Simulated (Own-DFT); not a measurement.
Hf32O63 (monoclinic hafnia with one vacancy, atoms displaced) (calculated)

Computed with Own-DFT development build. A calculation, not a measurement: plane-wave PBE density functional theory by an unreviewed code, no spin, of a simulated periodic cell, stress positive in tension, free energy of the whole cell less one offset for each atom, defect cell not probed for a lower state with spin; hafnium file: forces about 75 meV/angstrom off all-electron values; oxygen file: force components 24 meV/angstrom off all-electron in one glass; forces on such cells passed a denser k mesh, this cell's mesh not checked; offsets are fitted by least squares, one for each functional and potential file, so energies compare only between cells with the same atoms and settings and are not formation energies; the far tail of each file's local potential was reset to the Coulomb form; each entry is a single point on an unrelaxed cell, so the pressure reflects the starting lattice, mostly measured values, from which strain is counted, and rises with the displacements; printed positions are rounded, which can move forces by about a meV/angstrom; the program is a retired in-house code; no spin-orbit coupling; before rounding, a Quantum ESPRESSO 7.3.1 run of the same cell and cutoff gave forces within 1 meV/angstrom rms on each cell, which checks the program and not the settings.

Settings shared by all entries: functional PBE; potential files PseudoDojo norm-conserving, scalar-relativistic, standard set; wave cutoff 72 hartree; occupations Fermi-Dirac; smearing width 0.1 eV; k mesh 2 x 2 x 2 centred on Gamma.

(1) Hf32O63 (monoclinic hafnia with one vacancy, atoms displaced)

```xyz
95
Lattice="10.2340 0.0000 0.0000 0.0000 10.3500 0.0000 -1.6955 0.0000 10.4453" Properties=species:S:1:pos:R:3 Hf32O63
Hf     1.2196     0.2342     1.0397
Hf     3.4991     2.7595     1.5674
Hf     3.0937     4.9393     4.1665
Hf     0.8762     2.2632     3.7161
O     -0.0044     1.7196     1.8648
O      4.6655     4.3040     0.7758
O      4.1584     3.5957     3.4425
O     -0.3527     0.9036     4.4301
O      2.7466     1.4068     0.1423
O      2.4040     1.2542     2.6555
O      1.4679     3.8439     5.1140
Hf     0.4170     0.1697     6.3203
Hf     2.5996     2.6871     6.7374
Hf     2.1688     4.9601     9.3633
Hf    -0.0008     2.3679     8.9274
O     -0.7354     1.8045     7.0132
O      3.7266     4.1906     6.0320
O      3.3671     3.4456     8.5791
O     -1.2437     0.8337     9.6301
O      1.0599     3.8965     7.7630
O      1.9818     1.3350     5.2640
O      1.5548     1.2220     7.9457
O      0.5313     3.7533    10.3570
Hf     1.2704     5.3805     1.0212
Hf     3.4042     7.8583     1.5910
Hf     3.1006    10.0778     4.1547
Hf     0.7709     7.6023     3.7124
O      0.0723     6.9348     1.8523
O      4.7023     9.4532     0.7517
O      4.1739     8.6766     3.4816
O     -0.3579     6.0573     4.4572
O      1.8999     9.0780     2.5427
O      2.7401     6.4161     0.0966
O      2.3220     6.3931     2.7220
O      1.4773     8.9681     5.1413
Hf     0.3478     5.3860     6.2603
Hf     2.6187     8.0391     6.7881
Hf     2.2361    10.0606     9.4165
Hf    -0.0420     7.6154     8.9281
O     -0.7265     6.9107     7.0538
O      3.7880     9.4857     6.0537
O      3.1962     8.5299     8.5768
O     -1.2279     6.0193     9.6353
O      0.9988     9.0677     7.6818
O      1.9693     6.4670     5.3495
O      1.4767     6.3951     7.8208
O      0.6127     9.0272    10.3620
Hf     6.2849     0.1716     1.0872
Hf     8.6616     2.7757     1.5693
Hf     8.0826     5.0116     4.1863
Hf     5.9275     2.2875     3.7013
O      5.1849     1.7609     1.8544
O      9.7447     4.3728     0.7923
O      9.3484     3.5284     3.5098
O      4.7226     0.7995     4.3709
O      6.9690     3.9351     2.4991
O      7.8948     1.3085     0.1243
O      7.4400     1.2053     2.6683
O      6.6345     3.8244     5.1032
Hf     5.6573     0.1749     6.3077
Hf     7.7507     2.7180     6.7776
Hf     7.2371     4.9802     9.2827
Hf     5.1873     2.3436     8.8790
O      4.3151     1.6969     7.0084
O      8.9559     4.3388     5.9933
O      8.4512     3.5042     8.5896
O      3.9701     0.8859     9.5968
O      6.1092     3.8905     7.7804
O      7.0142     1.2521     5.3052
O      6.6840     1.2660     7.9847
O      5.6158     3.8394    10.3458
Hf     6.3040     5.3931     1.0198
Hf     8.5586     7.9679     1.4746
Hf     8.1894    10.1524     4.1461
Hf     5.8195     7.6084     3.7147
O      5.2107     6.9084     1.7425
O      9.6654     9.4886     0.7838
O      9.2006     8.6855     3.4125
O      4.7226     6.0930     4.4241
O      6.9638     9.0529     2.5945
O      7.9880     6.5218     0.1035
O      7.5159     6.4253     2.6780
O      6.5656     9.0505     5.1710
Hf     5.4126     5.4157     6.1952
Hf     7.7732     7.9768     6.7704
Hf     7.3004    10.2350     9.3871
Hf     5.1010     7.5411     8.8983
O      4.3785     6.8379     7.0426
O      8.8066     9.3725     6.0289
O      8.5292     8.7406     8.5926
O      3.9264     6.0578     9.6154
O      6.1981     9.0850     7.6844
O      7.1135     6.5573     5.2537
O      6.5810     6.3518     7.9524
O      5.7668     8.9826    10.3368
```

The calculation gives: free energy of cell above offsets -90.106 eV; pressure 5.98 GPa; stress xx -6.9 GPa; stress yy -5.36 GPa; stress zz -5.69 GPa; stress yz -0.06 GPa; stress xz -0.04 GPa; stress xy -0.04 GPa.

Force:
| element | x (eV/Å) | y (eV/Å) | z (eV/Å) |
| --- | --- | --- | --- |
| Hf | -0.2 | -0.458 | 0.971 |
| Hf | -1.274 | 2.142 | -0.755 |
| Hf | -4.36 | 0.896 | 0.403 |
| Hf | -0.449 | 3.669 | 0.146 |
| O | 1.884 | -1.722 | -0.363 |
| O | -1.444 | -0.477 | -0.023 |
| O | 2.66 | -3.325 | -1.148 |
| O | -0.687 | -1.301 | 0.787 |
| O | 0.302 | -1.666 | -0.758 |
| O | -0.106 | -0.552 | 0.476 |
| O | -0.067 | -0.98 | -0.844 |
| Hf | -0.449 | 0.461 | -0.203 |
| Hf | -0.017 | 2.024 | 0.815 |
| Hf | 0.39 | -1.28 | -1.751 |
| Hf | -0.096 | 1.236 | -0.413 |
| O | 0.32 | -1.643 | -0.471 |
| O | 1.872 | 1.498 | -0.384 |
| O | 0.042 | 0.121 | 0.842 |
| O | 1.203 | 1.113 | 0.127 |
| O | -0.415 | -0.402 | 0.13 |
| O | -0.374 | -1.261 | 0.595 |
| O | -0.434 | -0.908 | 0.188 |
| O | 0.782 | 1.182 | 0.442 |
| Hf | -2.115 | -0.904 | 1.48 |
| Hf | -0.213 | 0.205 | -0.68 |
| Hf | -2.468 | 1.804 | 0.689 |
| Hf | -0.641 | -1.903 | 0.172 |
| O | 0.018 | 0.158 | -0.631 |
| O | -1.742 | -1.25 | 0.679 |
| O | 0.871 | -2.143 | -1.664 |
| O | -0.211 | 1.057 | -0.839 |
| O | -0.101 | 0.454 | -0.659 |
| O | 1.507 | 1.762 | -0.079 |
| O | 0.913 | 0.325 | -0.312 |
| O | -0.403 | 1.176 | 0.199 |
| Hf | 1.909 | -0.178 | 0.54 |
| Hf | -1 | -2.998 | -2.683 |
| Hf | -0.11 | 1.79 | -1.033 |
| Hf | -0.67 | -2.166 | -0.964 |
| O | -1.527 | 0.77 | 0.115 |
| O | 0.623 | 0.24 | 0.006 |
| O | 1.923 | 0.495 | 2.386 |
| O | 0.328 | 1.04 | -0.757 |
| O | -0.262 | 0.668 | 0.559 |
| O | 0.377 | 1.135 | -0.386 |
| O | 0.837 | 0.38 | 2.25 |
| O | 0.35 | -0.077 | 0.367 |
| Hf | 2.29 | 1.092 | 0.268 |
| Hf | -2.348 | 3.091 | 0.147 |
| Hf | 1.232 | -0.609 | -1.892 |
| Hf | 0.156 | 2.066 | -0.316 |
| O | 0.234 | -1.131 | -0.388 |
| O | -0.615 | -1.209 | 0.208 |
| O | 0.381 | -1.348 | -1.193 |
| O | 1.061 | 0.928 | 0.162 |
| O | 0.123 | -0.581 | 0.315 |
| O | 0.641 | 0.203 | -0.07 |
| O | 0.585 | 0.133 | 0.927 |
| O | -0.825 | -0.677 | 0.6 |
| Hf | -3.274 | -0.173 | 0.464 |
| Hf | 0.188 | 3.139 | -0.766 |
| Hf | 0.465 | -0.848 | 1.859 |
| Hf | -2.667 | 2.212 | 0.914 |
| O | 1.491 | -1.134 | -0.269 |
| O | -2.035 | -1.536 | 0.963 |
| O | 0.648 | -1.078 | 0.191 |
| O | -1.453 | -1.498 | 0.564 |
| O | 0.432 | 0.009 | -1.433 |
| O | 1.176 | 1.325 | 0.298 |
| O | 0.664 | -0.278 | -1.389 |
| O | 1.215 | -0.171 | -0.48 |
| Hf | 2.476 | -1.096 | 1.274 |
| Hf | -0.389 | -1.028 | 1.385 |
| Hf | -1.395 | -0.474 | -0.749 |
| Hf | 3.787 | -0.399 | -0.481 |
| O | -1.708 | 1.289 | 0.989 |
| O | 1.714 | 0.952 | 0.352 |
| O | 2.18 | -1.048 | 0.007 |
| O | 0.173 | 0.183 | -0.241 |
| O | -0.651 | 0.684 | -1.202 |
| O | -0.745 | -0.172 | -0.815 |
| O | -0.668 | 0.336 | 0.156 |
| O | -0.464 | -0.624 | -0.916 |
| Hf | 1.147 | -1.884 | 2.018 |
| Hf | -0.851 | -2.085 | 0.193 |
| Hf | -0.816 | -2.401 | 0.308 |
| Hf | 0.328 | -0.538 | 0.376 |
| O | -1.195 | 1.284 | -0.121 |
| O | 2.86 | 3.024 | -0.744 |
| O | -0.096 | -0.33 | 0.499 |
| O | -0.489 | 0.332 | -0.383 |
| O | -0.467 | 0.068 | 1.052 |
| O | -1.066 | 0.163 | 1.032 |
| O | 0.363 | 1.235 | -0.807 |
| O | -1.069 | 0.395 | -0.43 |

(2) Hf32O63 (monoclinic hafnia with one vacancy, atoms displaced)

```xyz
95
Lattice="10.2340 0.0000 0.0000 0.0000 10.3500 0.0000 -1.6955 0.0000 10.4453" Properties=species:S:1:pos:R:3 Hf32O63
Hf     1.2499     0.1430     1.0389
Hf     3.5243     2.8169     1.5680
Hf     3.0391     5.0827     4.1494
Hf     0.8447     2.3900     3.6780
O      0.1292     1.6254     1.8237
O      4.5523     4.2649     0.7579
O      4.1897     3.4985     3.4745
O     -0.4406     0.8879     4.4851
O      1.9494     3.9339     2.4776
O      2.8045     1.3802     0.0435
O      2.4192     1.2647     2.6971
O      1.3842     3.9045     5.0758
Hf     0.4023     0.1734     6.3148
Hf     2.6994     2.7582     6.6504
Hf     2.1318     5.0219     9.3965
Hf     0.0945     2.3839     8.9726
O     -0.7131     1.7982     7.0502
O      3.7789     4.3657     6.0691
O      3.2508     3.3982     8.5949
O     -1.2354     0.8533     9.6363
O      0.9951     3.9039     7.7073
O      1.9277     1.3555     5.3041
O      1.4504     1.2728     7.9400
O      0.6960     3.8349    10.2523
Hf     1.2740     5.4315     1.1245
Hf     3.4461     8.0238     1.5260
Hf     3.0973    10.1647     4.1378
Hf     0.8562     7.5233     3.6483
O      0.0415     6.9098     1.8425
O      4.5537     9.4449     0.7810
O      4.1866     8.5883     3.4009
O     -0.3622     5.9727     4.4501
O      1.8436     9.1249     2.5097
O      2.8223     6.5264     0.1081
O      2.3966     6.3565     2.7013
O      1.4891     9.0617     5.1447
Hf     0.4129     5.3628     6.3587
Hf     2.6593     7.9784     6.7878
Hf     2.1908    10.1379     9.2770
Hf    -0.0252     7.5232     8.8291
O     -0.8632     6.7656     7.1134
O      3.8226     9.5274     5.9340
O      3.4029     8.6037     8.6381
O     -1.1276     6.0333     9.6805
O      0.9422     8.9925     7.7098
O      1.9698     6.5961     5.2688
O      1.5023     6.3564     7.9606
O      0.5302     9.0449    10.3361
Hf     6.3132     0.2079     1.0805
Hf     8.5625     2.8070     1.5607
Hf     8.1188     4.9078     4.1693
Hf     5.9416     2.3425     3.7276
O      5.2355     1.7341     1.7266
O      9.6843     4.3188     0.8659
O      9.2532     3.4338     3.3657
O      4.7116     0.9502     4.4421
O      7.0231     3.9708     2.4789
O      7.9398     1.2791     0.1436
O      6.6005     3.7759     5.0963
Hf     5.4711     0.2619     6.3338
Hf     7.6786     2.8341     6.7502
Hf     7.3369     4.9774     9.2993
Hf     5.0529     2.4083     8.9041
O      4.3506     1.7271     7.0096
O      8.8872     4.2372     6.1022
O      8.4493     3.4915     8.5841
O      3.9718     0.8687     9.6789
O      6.1464     3.8902     7.8298
O      7.0059     1.3448     5.3435
O      6.6145     1.2462     7.8751
O      5.6714     3.8571    10.2623
Hf     6.3419     5.3973     1.0894
Hf     8.5505     7.9663     1.4306
Hf     8.2017    10.1054     4.1374
Hf     5.9325     7.5327     3.6821
O      5.2276     6.8050     1.8326
O      9.6804     9.4261     0.9276
O      9.2875     8.6878     3.3877
O      4.8490     6.0697     4.3996
O      7.0115     9.1088     2.3867
O      7.9872     6.4964     0.0839
O      7.4341     6.4560     2.6116
O      6.5737     8.9641     5.0949
Hf     5.6177     5.4155     6.3146
Hf     7.6280     7.9679     6.7806
Hf     7.3283    10.2061     9.4377
Hf     5.1555     7.6176     9.0605
O      4.4233     6.8004     7.0867
O      8.8878     9.5632     6.0904
O      8.3926     8.6199     8.6540
O      3.9534     6.1235     9.6782
O      6.2554     9.0694     7.7849
O      7.1426     6.5651     5.2436
O      6.5201     6.4435     7.9881
O      5.7784     9.0826    10.3330
```

The calculation gives: free energy of cell above offsets -90.918 eV; pressure 5.1 GPa; stress xx -4.72 GPa; stress yy -5.24 GPa; stress zz -5.35 GPa; stress yz -0.16 GPa; stress xz -0.25 GPa; stress xy -0.01 GPa.

Force:
| element | x (eV/Å) | y (eV/Å) | z (eV/Å) |
| --- | --- | --- | --- |
| Hf | -0.464 | 1.181 | 0.629 |
| Hf | -0.885 | -0.479 | -0.324 |
| Hf | 0.674 | -2.239 | 0.59 |
| Hf | -0.733 | -0.565 | -0.055 |
| O | -1.336 | 1.18 | 0.249 |
| O | 1.841 | 1.301 | 0.479 |
| O | 0.447 | -0.244 | -0.359 |
| O | 1.188 | 0.963 | -0.655 |
| O | -0.768 | -0.079 | 0.111 |
| O | 0.662 | -1.073 | 0.837 |
| O | 0.238 | -0.262 | 0.33 |
| O | 1.04 | -0.167 | -0.179 |
| Hf | -1.654 | 1.653 | -0.191 |
| Hf | -1.738 | 2.138 | 0.957 |
| Hf | 1.593 | -1.442 | -0.876 |
| Hf | -2.845 | 0.455 | -1.927 |
| O | -0.707 | -0.631 | -0.349 |
| O | 0.281 | 0.01 | -0.408 |
| O | 0.723 | 0.022 | 0.364 |
| O | 0.841 | 0.507 | 0.262 |
| O | 0.551 | 0.069 | -0.15 |
| O | 0.433 | -0.166 | -0.21 |
| O | 2.182 | -1.758 | -0.284 |
| O | -1.116 | 0.818 | 1.462 |
| Hf | -1.401 | -0.986 | -0.882 |
| Hf | 0.21 | -1.055 | -0.147 |
| Hf | -1.525 | -0.241 | -0.903 |
| Hf | -2.096 | 0.863 | 0.979 |
| O | 0.954 | -0.715 | -0.196 |
| O | 0.634 | 0.745 | -0.471 |
| O | -0.255 | 0.455 | -0.066 |
| O | 0.254 | 0.751 | -0.435 |
| O | 0.652 | -0.92 | 0.167 |
| O | 0.217 | 0.44 | 0.344 |
| O | -0.142 | 1.578 | -0.303 |
| O | 0.178 | -0.383 | -0.27 |
| Hf | -0.872 | -0.742 | -0.854 |
| Hf | 0.79 | -0.562 | -1.003 |
| Hf | -0.124 | 0.476 | 1.461 |
| Hf | -1.798 | 0.304 | 1.687 |
| O | -0.43 | 0.554 | -0.522 |
| O | -0.674 | -1.395 | 1.738 |
| O | -1.028 | 0.996 | -0.306 |
| O | -0.74 | -0.314 | -0.037 |
| O | 1.734 | 0.797 | -0.091 |
| O | 0.3 | -0.298 | 0.898 |
| O | 0.692 | 1.355 | -1.045 |
| O | 0.965 | -0.535 | -0.764 |
| Hf | 1.105 | -0.012 | 0.587 |
| Hf | 0.28 | -0.403 | -1.174 |
| Hf | 1.123 | 1.049 | -0.83 |
| Hf | 0.267 | 0.221 | -0.666 |
| O | -0.352 | 0.418 | 1.09 |
| O | 0.795 | 0.427 | -0.592 |
| O | 1.126 | -0.432 | 0.959 |
| O | 0.049 | -0.228 | -0.124 |
| O | -0.474 | -0.889 | 0.434 |
| O | -0.081 | 0.903 | 0.613 |
| O | -0.343 | 1.093 | 0.501 |
| Hf | 2.401 | -1.099 | -0.373 |
| Hf | 1.694 | -2.022 | 0.862 |
| Hf | 0.156 | -0.747 | 1.539 |
| Hf | 0.046 | 0.286 | 0.931 |
| O | -0.547 | 0.169 | 0.013 |
| O | 0.226 | 1.436 | -1.286 |
| O | 0.683 | -0.212 | 1.087 |
| O | -1.631 | -0.76 | -1.329 |
| O | -0.216 | 1.009 | -2.137 |
| O | 0.1 | -0.266 | -0.55 |
| O | -0.065 | -0.104 | 1.239 |
| O | 0.402 | -0.148 | 0.73 |
| Hf | 0.669 | -0.829 | -0.775 |
| Hf | -0.6 | -0.544 | 2.113 |
| Hf | -1.109 | 0.342 | 0.253 |
| Hf | 1.337 | 0.694 | -0.711 |
| O | -2.605 | 1.711 | -0.257 |
| O | 1.981 | 1.957 | -1.487 |
| O | 1.289 | -1.504 | 0.263 |
| O | -1.145 | -0.966 | 0.73 |
| O | -0.361 | 0.145 | 0.885 |
| O | -0.233 | 0.26 | 0.055 |
| O | 1.093 | -0.521 | 1.351 |
| O | -0.087 | 0.805 | 0.357 |
| Hf | -1.729 | -0.575 | 0.16 |
| Hf | 1.785 | 1.007 | -0.303 |
| Hf | -0.211 | -0.428 | -1.488 |
| Hf | -0.337 | -1.184 | -1.646 |
| O | -2.046 | 1.656 | -0.712 |
| O | -0.863 | -1.358 | 0.108 |
| O | 1.434 | -0.745 | 0.384 |
| O | -1.069 | -0.566 | 0.055 |
| O | -2.03 | 0.944 | -0.689 |
| O | -0.216 | -1.154 | 1.122 |
| O | 2.213 | -0.488 | -0.627 |
| O | -0.848 | -0.712 | 0.048 |

(3) Hf32O63 (monoclinic hafnia with one vacancy, atoms displaced)

```xyz
95
Lattice="10.2340 0.0000 0.0000 0.0000 10.3500 0.0000 -1.6955 0.0000 10.4453" Properties=species:S:1:pos:R:3 Hf32O63
Hf     1.3087     0.2566     1.0898
Hf     3.4768     2.7708     1.5813
Hf     2.9423     4.9967     4.0510
Hf     0.8687     2.3474     3.7043
O      0.1477     1.6090     1.7842
O      4.5853     4.2816     0.8425
O      4.2036     3.4705     3.4109
O     -0.2920     0.8532     4.3923
O      1.8817     3.9893     2.4775
O      2.8029     1.2696     0.1103
O      2.3370     1.2168     2.6940
O      1.4845     3.7917     5.0384
Hf     0.3508     0.1593     6.2795
Hf     2.6208     2.8325     6.8168
Hf     2.2341     5.0858     9.3483
Hf    -0.0283     2.4239     8.9053
O     -0.7291     1.7347     7.0648
O      3.7389     4.3021     5.9687
O      3.3099     3.4949     8.5000
O     -1.0759     0.8149     9.6540
O      1.0710     4.0911     7.7937
O      1.9714     1.3085     5.3922
O      1.4784     1.2565     7.8722
O      0.6673     3.8217    10.3615
Hf     1.2380     5.4577     1.1382
Hf     3.3937     8.0020     1.4850
Hf     3.0449    10.0461     4.0983
Hf     0.8475     7.5140     3.7040
O      0.1315     6.9594     1.8154
O      4.5632     9.4513     0.7725
O      4.1599     8.6417     3.3979
O     -0.3581     6.0558     4.3520
O      1.8111     9.0976     2.4362
O      2.7718     6.5043     0.1562
O      2.3631     6.4512     2.7288
O      1.4157     8.9514     5.1088
Hf     0.3913     5.3175     6.3092
Hf     2.5659     7.9246     6.7859
Hf     2.2262    10.2027     9.3815
Hf    -0.1164     7.6018     8.9407
O     -0.8315     6.8316     6.9609
O      3.7360     9.4976     6.0041
O      3.3901     8.6193     8.6086
O     -1.1863     6.0591     9.6595
O      1.0465     9.0797     7.7758
O      1.9478     6.4293     5.3558
O      1.5012     6.4908     7.9744
O      0.6375     9.0185    10.2552
Hf     6.2883     0.1039     1.0737
Hf     8.5441     2.8875     1.5348
Hf     8.1930     5.0039     4.1897
Hf     5.9068     2.3551     3.7211
O      5.2183     1.8236     1.7877
O      9.7001     4.3237     0.7773
O      9.3196     3.4450     3.4169
O      4.8251     0.8686     4.3986
O      6.9999     3.9704     2.5401
O      7.9058     1.3378     0.1051
O      7.5455     1.2672     2.6810
O      6.5756     3.8126     5.0719
Hf     5.4976     0.2458     6.3186
Hf     7.7432     2.7657     6.7331
Hf     7.3190     4.9747     9.4076
Hf     5.0420     2.3350     8.9776
O      4.3377     1.7794     6.9388
O      8.8922     4.3309     5.9381
O      3.9527     0.8717     9.6112
O      6.1575     3.9638     7.7759
O      7.1947     1.3430     5.2665
O      6.6450     1.2240     7.9647
O      5.8281     3.8333    10.3478
Hf     6.3490     5.3121     1.1293
Hf     8.6080     7.9665     1.4843
Hf     8.1320    10.1880     4.1439
Hf     5.9452     7.6306     3.6102
O      5.1051     6.9119     1.8787
O      9.7279     9.4451     0.8405
O      9.3685     8.6146     3.3422
O      4.8143     6.0726     4.3719
O      7.0535     9.2107     2.5787
O      7.9815     6.4534     0.0719
O      7.4791     6.4369     2.6593
O      6.5630     9.0071     5.0210
Hf     5.5037     5.3636     6.3512
Hf     7.7746     7.9313     6.8246
Hf     7.2356    10.2010     9.3171
Hf     5.0934     7.5922     8.9752
O      4.4046     6.8827     7.1594
O      8.9707     9.5010     5.9530
O      8.4812     8.7056     8.6296
O      3.9788     5.9445     9.7207
O      6.1043     9.1081     7.6675
O      7.1284     6.5063     5.3099
O      6.5713     6.3955     7.9881
O      5.7749     9.0550    10.3274
```

The calculation gives: free energy of cell above offsets -90.805 eV; pressure 5.13 GPa; stress xx -4.74 GPa; stress yy -4.9 GPa; stress zz -5.74 GPa; stress yz 0.49 GPa; stress xz -0.98 GPa; stress xy -0.26 GPa.

Force:
| element | x (eV/Å) | y (eV/Å) | z (eV/Å) |
| --- | --- | --- | --- |
| Hf | -1.754 | -1.547 | -0.565 |
| Hf | -0.784 | 0.758 | -0.982 |
| Hf | 2.667 | -0.795 | 1.693 |
| Hf | -1.094 | -0.67 | -0.141 |
| O | -2.176 | 2.537 | 0.45 |
| O | 0.966 | 0.758 | -0.42 |
| O | -0.389 | -0.057 | 0.184 |
| O | -0.48 | 0.023 | 0.034 |
| O | -0.112 | -0.562 | 0.225 |
| O | 1.747 | 0.897 | -0.005 |
| O | 1.724 | 0.225 | 0.882 |
| O | -0.605 | 0.812 | 1.023 |
| Hf | 2.115 | 1.346 | 0.308 |
| Hf | -0.956 | -0.671 | -3.182 |
| Hf | -1.158 | -1.6 | 1.017 |
| Hf | -0.198 | -0.566 | 0.706 |
| O | -1.496 | 0.828 | -0.575 |
| O | 0.644 | 0.677 | 0.246 |
| O | 1.68 | 0.191 | 3.152 |
| O | -1.698 | 0.5 | -1.242 |
| O | -0.59 | -1.374 | -0.652 |
| O | 0.104 | -0.113 | -0.952 |
| O | 0.818 | 0.156 | 1.534 |
| O | -0.415 | 0.111 | -0.478 |
| Hf | -0.115 | -1.39 | -1.036 |
| Hf | -0.277 | -0.995 | 0.443 |
| Hf | -1.132 | 1.96 | 1.449 |
| Hf | -1.603 | 1.442 | 0.162 |
| O | -0.424 | -0.698 | -0.879 |
| O | 1.309 | 0.835 | 0.31 |
| O | 0.392 | -0.245 | -0.545 |
| O | 0.56 | -0.241 | 0.429 |
| O | 1.178 | -0.598 | 0.715 |
| O | 0.443 | 0.215 | -0.339 |
| O | 0.402 | 0.384 | -0.295 |
| O | 0.781 | 0.066 | 0.097 |
| Hf | -0.005 | 0.72 | -0.332 |
| Hf | 0.924 | 0.667 | -0.227 |
| Hf | -2.221 | -0.916 | -2.123 |
| Hf | 1.506 | -0.21 | -0.059 |
| O | 0.529 | 0.303 | 0.903 |
| O | 0.44 | -0.245 | 0.337 |
| O | -0.371 | 0.655 | 0.87 |
| O | -0.463 | -0.212 | -0.227 |
| O | 0.117 | 0.123 | -0.815 |
| O | 0.103 | 0.339 | 0.121 |
| O | 0.082 | 0.32 | 0.013 |
| O | 0.104 | -0.375 | 0.677 |
| Hf | 1.829 | 2.254 | 1.419 |
| Hf | 0.824 | -2.313 | 0.961 |
| Hf | -1.543 | -0.117 | -1.805 |
| Hf | 0.997 | 1.058 | -0.664 |
| O | 0.671 | -1.796 | -0.695 |
| O | 1.611 | 0.527 | 0.625 |
| O | 0.464 | -0.134 | -0.332 |
| O | -0.989 | -0.996 | 0.091 |
| O | 0.243 | -0.659 | -0.463 |
| O | -0.228 | -0.197 | -0.155 |
| O | -0.683 | 0.366 | 0.094 |
| O | -0.046 | 0.105 | 1.077 |
| Hf | -0.57 | -0.932 | -1.229 |
| Hf | 0.333 | 1.134 | 0.122 |
| Hf | 0.109 | -0.414 | -1.47 |
| Hf | 1.301 | 2.228 | -1.304 |
| O | 0.964 | -0.549 | 1.082 |
| O | 0.216 | -1.19 | 1.835 |
| O | -0.928 | -0.927 | 0.314 |
| O | 0.782 | -1.094 | -0.158 |
| O | -0.893 | -0.216 | 1.333 |
| O | -0.446 | 1.099 | -0.916 |
| O | -1.776 | -0.398 | -0.012 |
| Hf | -0.457 | 1.329 | 0.554 |
| Hf | 0.638 | 0.417 | 1.283 |
| Hf | 1.336 | -0.834 | -1.203 |
| Hf | 0.116 | -2.154 | 1.591 |
| O | 0.251 | -0.361 | -1.764 |
| O | 0.458 | 0.743 | -1.261 |
| O | -0.534 | 0.273 | 0.805 |
| O | -0.778 | -0.207 | 0.552 |
| O | -0.81 | -1.019 | -1.853 |
| O | -0.423 | 0.92 | 0.679 |
| O | 0.052 | 0.359 | 0.055 |
| O | 0.283 | 0.877 | 1.568 |
| Hf | -0.588 | 0.41 | -1.741 |
| Hf | -1.292 | 0.366 | -2.352 |
| Hf | 2.178 | -0.256 | 2.014 |
| Hf | -0.058 | -1.461 | -0.8 |
| O | -1.661 | 0.022 | -1.176 |
| O | -2.144 | -1.711 | 0.925 |
| O | -0.489 | -0.3 | -0.313 |
| O | 0.087 | 1.177 | -0.847 |
| O | 0.525 | -0.144 | 0.842 |
| O | -0.221 | 0.155 | 0.887 |
| O | 1.52 | 0.933 | -0.257 |
| O | -1.051 | -0.139 | 0.153 |
